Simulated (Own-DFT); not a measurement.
Simulation results for SiGe3 (diamond lattice with Si and Ge gathered in clusters, atoms displaced), Si7Ge (diamond lattice with Si and Ge gathered in clusters, atoms displaced)

All values are calculated (Own-DFT development build). A calculation, not a measurement: plane-wave density functional theory by an unreviewed code, no spin, of a simulated periodic cell, stress positive in tension, run twice, with PBE and with PBEsol, both on files made for PBE, so the change isn't that of files made for PBEsol; forces on such cells passed a denser k mesh, this cell's mesh not checked; the far tail of each file's local potential was reset to the Coulomb form; each entry is a single point on an unrelaxed cell, so the pressure reflects the starting lattice, mostly measured values (interpolated for alloys), from which strain is counted, and rises with the displacements; printed positions are rounded, which can move forces by about a meV/angstrom; the program, named Own-DFT, is a retired in-house code; no spin-orbit coupling; stress was not checked against mesh or cutoff.

Common to all runs: functional PBE, then PBEsol; potential files PseudoDojo norm-conserving, scalar-relativistic, standard set; wave cutoff 42 hartree; occupations Fermi-Dirac; smearing width 0.1 eV; k mesh 3 x 3 x 3 centred on Gamma.

(1) SiGe3 (diamond lattice with Si and Ge gathered in clusters, atoms displaced)

```xyz
64
Lattice="11.2025 0.0000 0.0000 0.0000 11.2025 0.0000 0.0000 0.0000 11.2025" Properties=species:S:1:pos:R:3 SiGe3
Ge    11.1834     0.0172    11.1962
Ge     0.0020     2.8158     2.8103
Si     2.7693     0.0377     2.8272
Ge     2.8284     2.7891     0.0287
Si     1.3822     1.4131     1.3663
Ge     1.3864     4.1435     4.2359
Si     4.1562     1.4519     4.1676
Ge     4.2300     4.1913     1.3945
Ge    11.1809     0.0448     5.5388
Ge     0.0258     2.7781     8.3866
Si     2.7883     0.0057     8.3812
Si     2.7876     2.7607     5.5744
Ge     1.4238     1.3935     6.9956
Ge     1.4300     4.1992     9.8087
Ge     4.2097     1.3804     9.8090
Ge     4.2158     4.2052     6.9985
Ge     0.0273     5.5964     0.0122
Si     0.0294     8.3980     2.7923
Si     2.7804     5.5830     2.8410
Si     2.8626     8.4025    11.1535
Ge     1.4134     6.9718     1.4293
Si     1.3795     9.8255     4.2336
Ge     4.1669     7.0059     4.2361
Si     4.1837     9.7848     1.3494
Ge     0.0243     5.6258     5.6169
Ge    11.1757     8.4186     8.4061
Ge     2.7899     5.6335     8.4356
Si     2.8478     8.4635     5.6238
Ge     1.3596     7.0313     7.0237
Ge     1.4656     9.7823     9.7598
Ge     4.1734     6.9251     9.7613
Ge     4.2399     9.8468     6.9637
Si     5.6173     0.0187    11.1976
Si     5.5810     2.7634     2.7966
Si     8.3902    11.1325     2.7964
Ge     8.3869     2.8272     0.0776
Ge     6.9974     1.4030     1.3956
Ge     7.0278     4.2169     4.1764
Ge     9.7532     1.4129     4.2049
Ge     9.7852     4.2085     1.4163
Si     5.6187    11.1757     5.5807
Ge     5.6143     2.7798     8.4146
Ge     8.4140     0.0041     8.4287
Ge     8.3374     2.7545     5.5962
Ge     7.0219     1.4203     7.0090
Ge     7.0400     4.2237     9.7831
Ge     9.8078     1.4017     9.8138
Ge     9.7982     4.2087     6.9492
Ge     5.5366     5.5953    11.1661
Si     5.6456     8.3457     2.8100
Ge     8.3977     5.5472     2.8163
Ge     8.3928     8.4065     0.0269
Ge     6.9922     7.0081     1.4219
Ge     7.0552     9.8420     4.1964
Ge     9.7990     7.0238     4.1603
Ge     9.8034     9.8194     1.4419
Ge     5.5739     5.6703     5.6038
Ge     5.5340     8.3853     8.4063
Ge     8.3995     5.5490     8.4062
Ge     8.4499     8.4009     5.6004
Ge     6.9773     7.0364     6.9985
Ge     6.9954     9.8071     9.7858
Ge     9.7973     7.0312     9.7742
Ge     9.8032     9.7725     7.0298
```

It finds PBE pressure 3.36 GPa; PBE stress xx -3.37 GPa; PBE stress yy -3.33 GPa; PBE stress zz -3.39 GPa; PBE stress yz 0.16 GPa; PBE stress xz 0.25 GPa; PBE stress xy -0.29 GPa; PBEsol pressure 0.66 GPa; PBEsol stress xx -0.66 GPa; PBEsol stress yy -0.63 GPa; PBEsol stress zz -0.68 GPa; PBEsol stress yz 0.14 GPa; PBEsol stress xz 0.24 GPa; PBEsol stress xy -0.28 GPa; rms change of force components from PBE to PBEsol 0.038 eV/Å.

Force:
| force element | PBE force x (eV/Å) | PBE force y (eV/Å) | PBE force z (eV/Å) | PBEsol force x (eV/Å) | PBEsol force y (eV/Å) | PBEsol force z (eV/Å) |
| --- | --- | --- | --- | --- | --- | --- |
| Ge | 0.712 | -0.281 | 0.15 | 0.643 | -0.294 | 0.109 |
| Ge | -0.063 | -0.589 | -0.463 | -0.099 | -0.529 | -0.41 |
| Si | -0.011 | -0.433 | -0.581 | -0.014 | -0.428 | -0.574 |
| Ge | -0.408 | -0.195 | -0.057 | -0.359 | -0.145 | -0.096 |
| Si | 0.262 | -0.284 | 0.662 | 0.218 | -0.239 | 0.607 |
| Ge | 0.562 | 0.574 | -0.058 | 0.472 | 0.562 | -0.065 |
| Si | 0.473 | -0.745 | 0.312 | 0.471 | -0.737 | 0.311 |
| Ge | -0.36 | 0.078 | 0.923 | -0.352 | 0.08 | 0.816 |
| Ge | 0.157 | -0.659 | 0.7 | 0.113 | -0.598 | 0.715 |
| Ge | -0.255 | 0.453 | 0.025 | -0.246 | 0.435 | 0.026 |
| Si | 0.518 | 0.022 | -0.082 | 0.503 | 0.023 | -0.079 |
| Si | 0.543 | 0.252 | 0.347 | 0.476 | 0.292 | 0.39 |
| Ge | 0.198 | -0.185 | -0.255 | 0.116 | -0.173 | -0.245 |
| Ge | -0.166 | -0.277 | 0.105 | -0.156 | -0.263 | 0.103 |
| Ge | -0.158 | -0.441 | -0.078 | -0.151 | -0.353 | -0.08 |
| Ge | -0.504 | -0.287 | -0.24 | -0.454 | -0.24 | -0.199 |
| Ge | -0.445 | 0.101 | -0.266 | -0.428 | 0.094 | -0.254 |
| Si | 0.193 | 0.434 | 0.345 | 0.145 | 0.381 | 0.297 |
| Si | 0.26 | -0.252 | -0.064 | 0.251 | -0.249 | -0.065 |
| Si | -0.308 | -0.265 | 0.542 | -0.346 | -0.311 | 0.476 |
| Ge | 0.562 | 0.67 | -0.122 | 0.508 | 0.61 | -0.159 |
| Si | 0.535 | -0.415 | -0.538 | 0.478 | -0.366 | -0.483 |
| Ge | -0.267 | 0.517 | -0.764 | -0.212 | 0.459 | -0.7 |
| Si | 0.479 | 0.292 | 0.739 | 0.475 | 0.292 | 0.735 |
| Ge | -0.259 | -0.028 | -0.495 | -0.259 | -0.034 | -0.472 |
| Ge | 0.417 | 0.036 | 0.183 | 0.399 | 0.029 | 0.171 |
| Ge | -0.517 | -0.749 | -1.072 | -0.493 | -0.725 | -1.026 |
| Si | -0.995 | -0.111 | -0.265 | -0.93 | -0.149 | -0.213 |
| Ge | 0.951 | 0.403 | -0.358 | 0.887 | 0.357 | -0.311 |
| Ge | -0.188 | 0.193 | 0.462 | -0.255 | 0.18 | 0.439 |
| Ge | 0.068 | 1.26 | 0.715 | 0.094 | 1.183 | 0.654 |
| Ge | -0.506 | 0.139 | 0.306 | -0.459 | 0.092 | 0.343 |
| Si | -0.357 | -0.596 | 0.211 | -0.306 | -0.54 | 0.166 |
| Si | 0.154 | 0.311 | 0.274 | 0.203 | 0.352 | 0.217 |
| Si | 0.185 | 1.188 | -0.137 | 0.186 | 1.162 | -0.134 |
| Ge | 0.16 | -0.179 | -0.879 | 0.157 | -0.171 | -0.848 |
| Ge | -0.294 | -0.676 | 0.618 | -0.24 | -0.614 | 0.562 |
| Ge | -1.299 | -0.609 | 0.347 | -1.218 | -0.559 | 0.359 |
| Ge | -0.236 | -0.326 | -0.866 | -0.195 | -0.286 | -0.798 |
| Ge | 0.603 | 0.111 | -0.024 | 0.577 | 0.105 | -0.017 |
| Si | -0.125 | 1.141 | -0.44 | -0.083 | 1.08 | -0.393 |
| Ge | -0.07 | 0.312 | -0.007 | -0.062 | 0.307 | -0.007 |
| Ge | -0.046 | -0.051 | -0.332 | -0.043 | -0.052 | -0.322 |
| Ge | 0.556 | 0.806 | -0.129 | 0.547 | 0.783 | -0.122 |
| Ge | -0.758 | -1.02 | -0.037 | -0.699 | -0.951 | -0.007 |
| Ge | -0.663 | -0.527 | 0.657 | -0.644 | -0.509 | 0.633 |
| Ge | -0.242 | 0.459 | 0.114 | -0.229 | 0.433 | 0.109 |
| Ge | 0.022 | -0.468 | 0.246 | 0.021 | -0.449 | 0.245 |
| Ge | 1.039 | 0.019 | 0.321 | 1.004 | 0.012 | 0.304 |
| Si | -0.874 | 1.029 | 0.012 | -0.817 | 0.969 | 0.046 |
| Ge | 0.16 | 0.875 | -0.388 | 0.156 | 0.841 | -0.374 |
| Ge | 0.097 | 0.102 | -0.167 | 0.095 | 0.096 | -0.166 |
| Ge | -0.183 | -0.48 | -0.186 | -0.135 | -0.499 | -0.216 |
| Ge | -0.825 | -0.695 | -0.014 | -0.764 | -0.719 | 0.025 |
| Ge | 0.515 | -0.158 | -0.074 | 0.46 | -0.186 | -0.032 |
| Ge | 0.316 | -0.39 | 0.001 | 0.304 | -0.382 | -0.072 |
| Ge | 0.432 | -0.79 | -0.058 | 0.417 | -0.759 | -0.048 |
| Ge | 0.454 | 0.267 | 0.006 | 0.449 | 0.252 | -0.002 |
| Ge | 0.276 | 0.911 | -0.586 | 0.265 | 0.88 | -0.564 |
| Ge | -0.466 | 0.024 | 0.038 | -0.449 | 0.024 | 0.041 |
| Ge | 0.416 | -0.177 | 0.216 | 0.393 | -0.174 | 0.204 |
| Ge | -0.466 | 0.016 | 0.462 | -0.416 | -0.013 | 0.415 |
| Ge | -0.106 | -0.528 | 0.534 | -0.101 | -0.508 | 0.515 |
| Ge | 0.141 | 0.871 | -0.491 | 0.134 | 0.838 | -0.474 |

(2) Si7Ge (diamond lattice with Si and Ge gathered in clusters, atoms displaced)

```xyz
64
Lattice="10.9187 0.0000 0.0000 0.0000 10.9187 0.0000 0.0000 0.0000 10.9187" Properties=species:S:1:pos:R:3 Si7Ge
Si     0.0949    10.8991     0.0380
Si    10.9083     2.7096     2.6389
Si     2.6997    10.8982     2.7753
Ge     2.7703     2.7385    10.8696
Si     1.3566     1.2745     1.2954
Si     1.3591     4.1264     4.1781
Si     4.1970     1.3867     4.1662
Si     4.1449     4.0438     1.3879
Si    10.7883     0.0864     5.4923
Ge    10.9134     2.7795     8.2361
Si     2.7356    10.8801     8.2180
Ge     2.7026     2.7801     5.4757
Si     1.3517     1.2776     6.7641
Ge     1.3672     4.0547     9.6279
Si     4.0041     1.3426     9.5667
Ge     4.0258     4.1573     6.8257
Si     0.0601     5.4564    10.8669
Si    10.9158     8.1236     2.7608
Si     2.7376     5.4111     2.7000
Si     2.6764     8.1165    10.8458
Si     1.3362     6.8435     1.2381
Si     1.3322     9.4596     4.1230
Si     3.9548     6.7603     4.1665
Si     4.0681     9.6677     1.4136
Si     0.0358     5.5997     5.4948
Si     0.1347     8.1274     8.1666
Ge     2.7117     5.5094     8.2251
Si     2.6647     8.2602     5.4825
Ge     1.2953     6.7813     6.7486
Si     1.4001     9.5624     9.5195
Ge     4.0802     6.8792     9.5834
Si     3.9667     9.4540     6.7565
Si     5.4204     0.0286    10.8956
Si     5.4521     2.7086     2.7653
Si     8.2047    10.9033     2.7307
Si     8.0562     2.7089     0.0654
Si     6.8401     1.3416     1.3786
Si     6.8360     4.1769     4.1108
Si     9.5459     1.3850     4.0473
Si     9.5674     4.0787     1.3407
Si     5.4050     0.0388     5.4543
Si     5.4029     2.8147     8.2475
Si     8.1199    10.8951     8.1519
Si     8.2133     2.6998     5.4032
Si     6.8971     1.2990     6.9032
Si     6.8388     4.0514     9.4777
Si     9.4978     1.3617     9.5480
Si     9.4696     4.0217     6.8816
Si     5.3669     5.4270    10.9087
Si     5.5568     8.1944     2.7254
Si     8.2055     5.4924     2.7198
Si     8.2208     8.1778     0.0105
Si     6.8442     6.7075     1.3156
Si     6.7151     9.6244     4.2598
Si     9.5877     6.8208     4.1187
Si     9.5177     9.5826     1.3991
Si     5.4107     5.3683     5.4482
Si     5.4216     8.0838     8.1669
Si     8.2085     5.4295     8.2180
Si     8.1817     8.1617     5.5292
Si     6.8860     6.8969     6.8534
Si     6.7983     9.5497     9.4980
Si     9.5051     6.8270     9.5931
Si     9.5429     9.5363     6.8189
```

The calculation gives: PBE pressure 2.93 GPa; PBE stress xx -2.92 GPa; PBE stress yy -2.86 GPa; PBE stress zz -3.01 GPa; PBE stress yz -0.39 GPa; PBE stress xz -0.46 GPa; PBE stress xy -0.04 GPa; PBEsol pressure 1.42 GPa; PBEsol stress xx -1.41 GPa; PBEsol stress yy -1.35 GPa; PBEsol stress zz -1.5 GPa; PBEsol stress yz -0.39 GPa; PBEsol stress xz -0.45 GPa; PBEsol stress xy -0.04 GPa; rms change of force components from PBE to PBEsol 0.04 eV/Å.

Force:
| force element | PBE force x (eV/Å) | PBE force y (eV/Å) | PBE force z (eV/Å) | PBEsol force x (eV/Å) | PBEsol force y (eV/Å) | PBEsol force z (eV/Å) |
| --- | --- | --- | --- | --- | --- | --- |
| Si | -2.004 | -0.744 | -1.269 | -1.99 | -0.748 | -1.268 |
| Si | 0.592 | 0.045 | 0.844 | 0.603 | 0.043 | 0.83 |
| Si | -0.004 | 0.556 | 0.62 | -0.01 | 0.566 | 0.638 |
| Ge | -0.081 | -0.704 | 1.731 | -0.134 | -0.631 | 1.635 |
| Si | 0.963 | 1.31 | 1.424 | 1.009 | 1.351 | 1.37 |
| Si | -0.894 | 0.275 | -1.637 | -0.839 | 0.222 | -1.553 |
| Si | -1.835 | 0.275 | -1.069 | -1.87 | 0.321 | -1.019 |
| Si | -0.36 | 0.211 | 0.241 | -0.404 | 0.159 | 0.188 |
| Si | 0.697 | -1.345 | -0.741 | 0.675 | -1.324 | -0.739 |
| Ge | -0.16 | -1.463 | -0.835 | -0.103 | -1.382 | -0.767 |
| Si | -0.119 | 0.128 | -1.078 | -0.107 | 0.135 | -1.07 |
| Ge | 0.059 | -1.348 | -0.183 | 0.106 | -1.261 | -0.128 |
| Si | 0.096 | 0.644 | 1.106 | 0.12 | 0.719 | 1.093 |
| Ge | 0.05 | 0.921 | -0.886 | 0.096 | 0.844 | -0.905 |
| Si | 1.566 | -0.014 | -0.886 | 1.487 | 0.049 | -0.822 |
| Ge | 0.878 | -0.594 | 0.682 | 0.762 | -0.58 | 0.669 |
| Si | -1.671 | 0.25 | 0.674 | -1.596 | 0.184 | 0.6 |
| Si | -0.068 | 0.528 | -0.918 | -0.064 | 0.516 | -0.92 |
| Si | -0.707 | 0.303 | -0.137 | -0.706 | 0.295 | -0.153 |
| Si | 0.328 | 2.31 | 1.216 | 0.393 | 2.231 | 1.138 |
| Si | 0.175 | -0.639 | 1.639 | 0.172 | -0.631 | 1.628 |
| Si | -0.759 | 1.646 | -0.269 | -0.77 | 1.633 | -0.26 |
| Si | 1.366 | 0.795 | -0.754 | 1.336 | 0.786 | -0.728 |
| Si | 0.362 | -1.763 | -0.586 | 0.355 | -1.748 | -0.583 |
| Si | -2.424 | -3.417 | -1.302 | -2.326 | -3.319 | -1.204 |
| Si | -2.149 | 1.043 | 0.751 | -2.06 | 0.96 | 0.684 |
| Ge | -0.534 | -0.19 | -0.022 | -0.511 | -0.196 | -0.03 |
| Si | -0.369 | -1.837 | -0.923 | -0.42 | -1.879 | -0.871 |
| Ge | 2.26 | 1.578 | 1.424 | 2.262 | 1.513 | 1.442 |
| Si | -0.377 | -0.519 | 0.411 | -0.377 | -0.509 | 0.408 |
| Ge | 0.431 | -0.733 | 0.022 | 0.371 | -0.766 | -0.026 |
| Si | 1.979 | 1.466 | 1.5 | 1.973 | 1.453 | 1.496 |
| Si | 0.313 | -0.205 | 0.102 | 0.317 | -0.196 | 0.095 |
| Si | 1.037 | 0.215 | -0.105 | 1.033 | 0.214 | -0.103 |
| Si | -0.908 | -0.018 | 0.88 | -0.906 | -0.025 | 0.881 |
| Si | 1.432 | 0.464 | -0.926 | 1.413 | 0.471 | -0.914 |
| Si | -0.953 | -0.387 | 0.492 | -0.95 | -0.402 | 0.501 |
| Si | 0.074 | -1.046 | -0.447 | 0.079 | -1.03 | -0.447 |
| Si | 0.133 | 0.176 | -0.526 | 0.134 | 0.177 | -0.535 |
| Si | -0.384 | 0.356 | -0.251 | -0.382 | 0.356 | -0.262 |
| Si | 0.036 | -0.274 | 2.191 | 0.024 | -0.263 | 2.198 |
| Si | 0.016 | -1.673 | -0.797 | -0.051 | -1.612 | -0.838 |
| Si | 1.607 | -0.836 | 1.039 | 1.606 | -0.838 | 1.033 |
| Si | -0.745 | 0.151 | 0.543 | -0.744 | 0.14 | 0.53 |
| Si | -1.867 | 1.753 | -1.352 | -1.853 | 1.753 | -1.343 |
| Si | -0.455 | 0.75 | 1.388 | -0.436 | 0.75 | 1.371 |
| Si | -0.017 | -0.391 | 0.791 | 0.028 | -0.339 | 0.743 |
| Si | 0.822 | 1.128 | -1.118 | 0.868 | 1.063 | -1.059 |
| Si | 1.304 | -0.501 | -0.172 | 1.229 | -0.451 | -0.239 |
| Si | -1.171 | -0.197 | 0.369 | -1.141 | -0.198 | 0.359 |
| Si | 0.541 | -0.538 | 0.213 | 0.547 | -0.529 | 0.212 |
| Si | -0.866 | 0.381 | 0.083 | -0.861 | 0.389 | 0.092 |
| Si | -0.349 | 1.164 | 0.047 | -0.352 | 1.138 | 0.03 |
| Si | 1.668 | -1.265 | -1.738 | 1.654 | -1.25 | -1.71 |
| Si | -0.907 | 0.19 | -0.132 | -0.906 | 0.19 | -0.125 |
| Si | 1.013 | -0.671 | -0.209 | 1.008 | -0.66 | -0.208 |
| Si | 0.66 | 1.932 | 0.178 | 0.591 | 1.864 | 0.239 |
| Si | 0.413 | 1.69 | -0.498 | 0.34 | 1.619 | -0.437 |
| Si | -0.343 | 0.577 | -0.266 | -0.334 | 0.579 | -0.262 |
| Si | 0.357 | 0.944 | -1.135 | 0.361 | 0.934 | -1.144 |
| Si | -0.951 | -2.084 | 0.028 | -0.941 | -2.074 | 0.031 |
| Si | -0.438 | -0.447 | 0.568 | -0.439 | -0.451 | 0.565 |
| Si | 1.294 | -0.15 | -0.74 | 1.279 | -0.146 | -0.739 |
| Si | 0.347 | -0.167 | 0.711 | 0.355 | -0.177 | 0.713 |
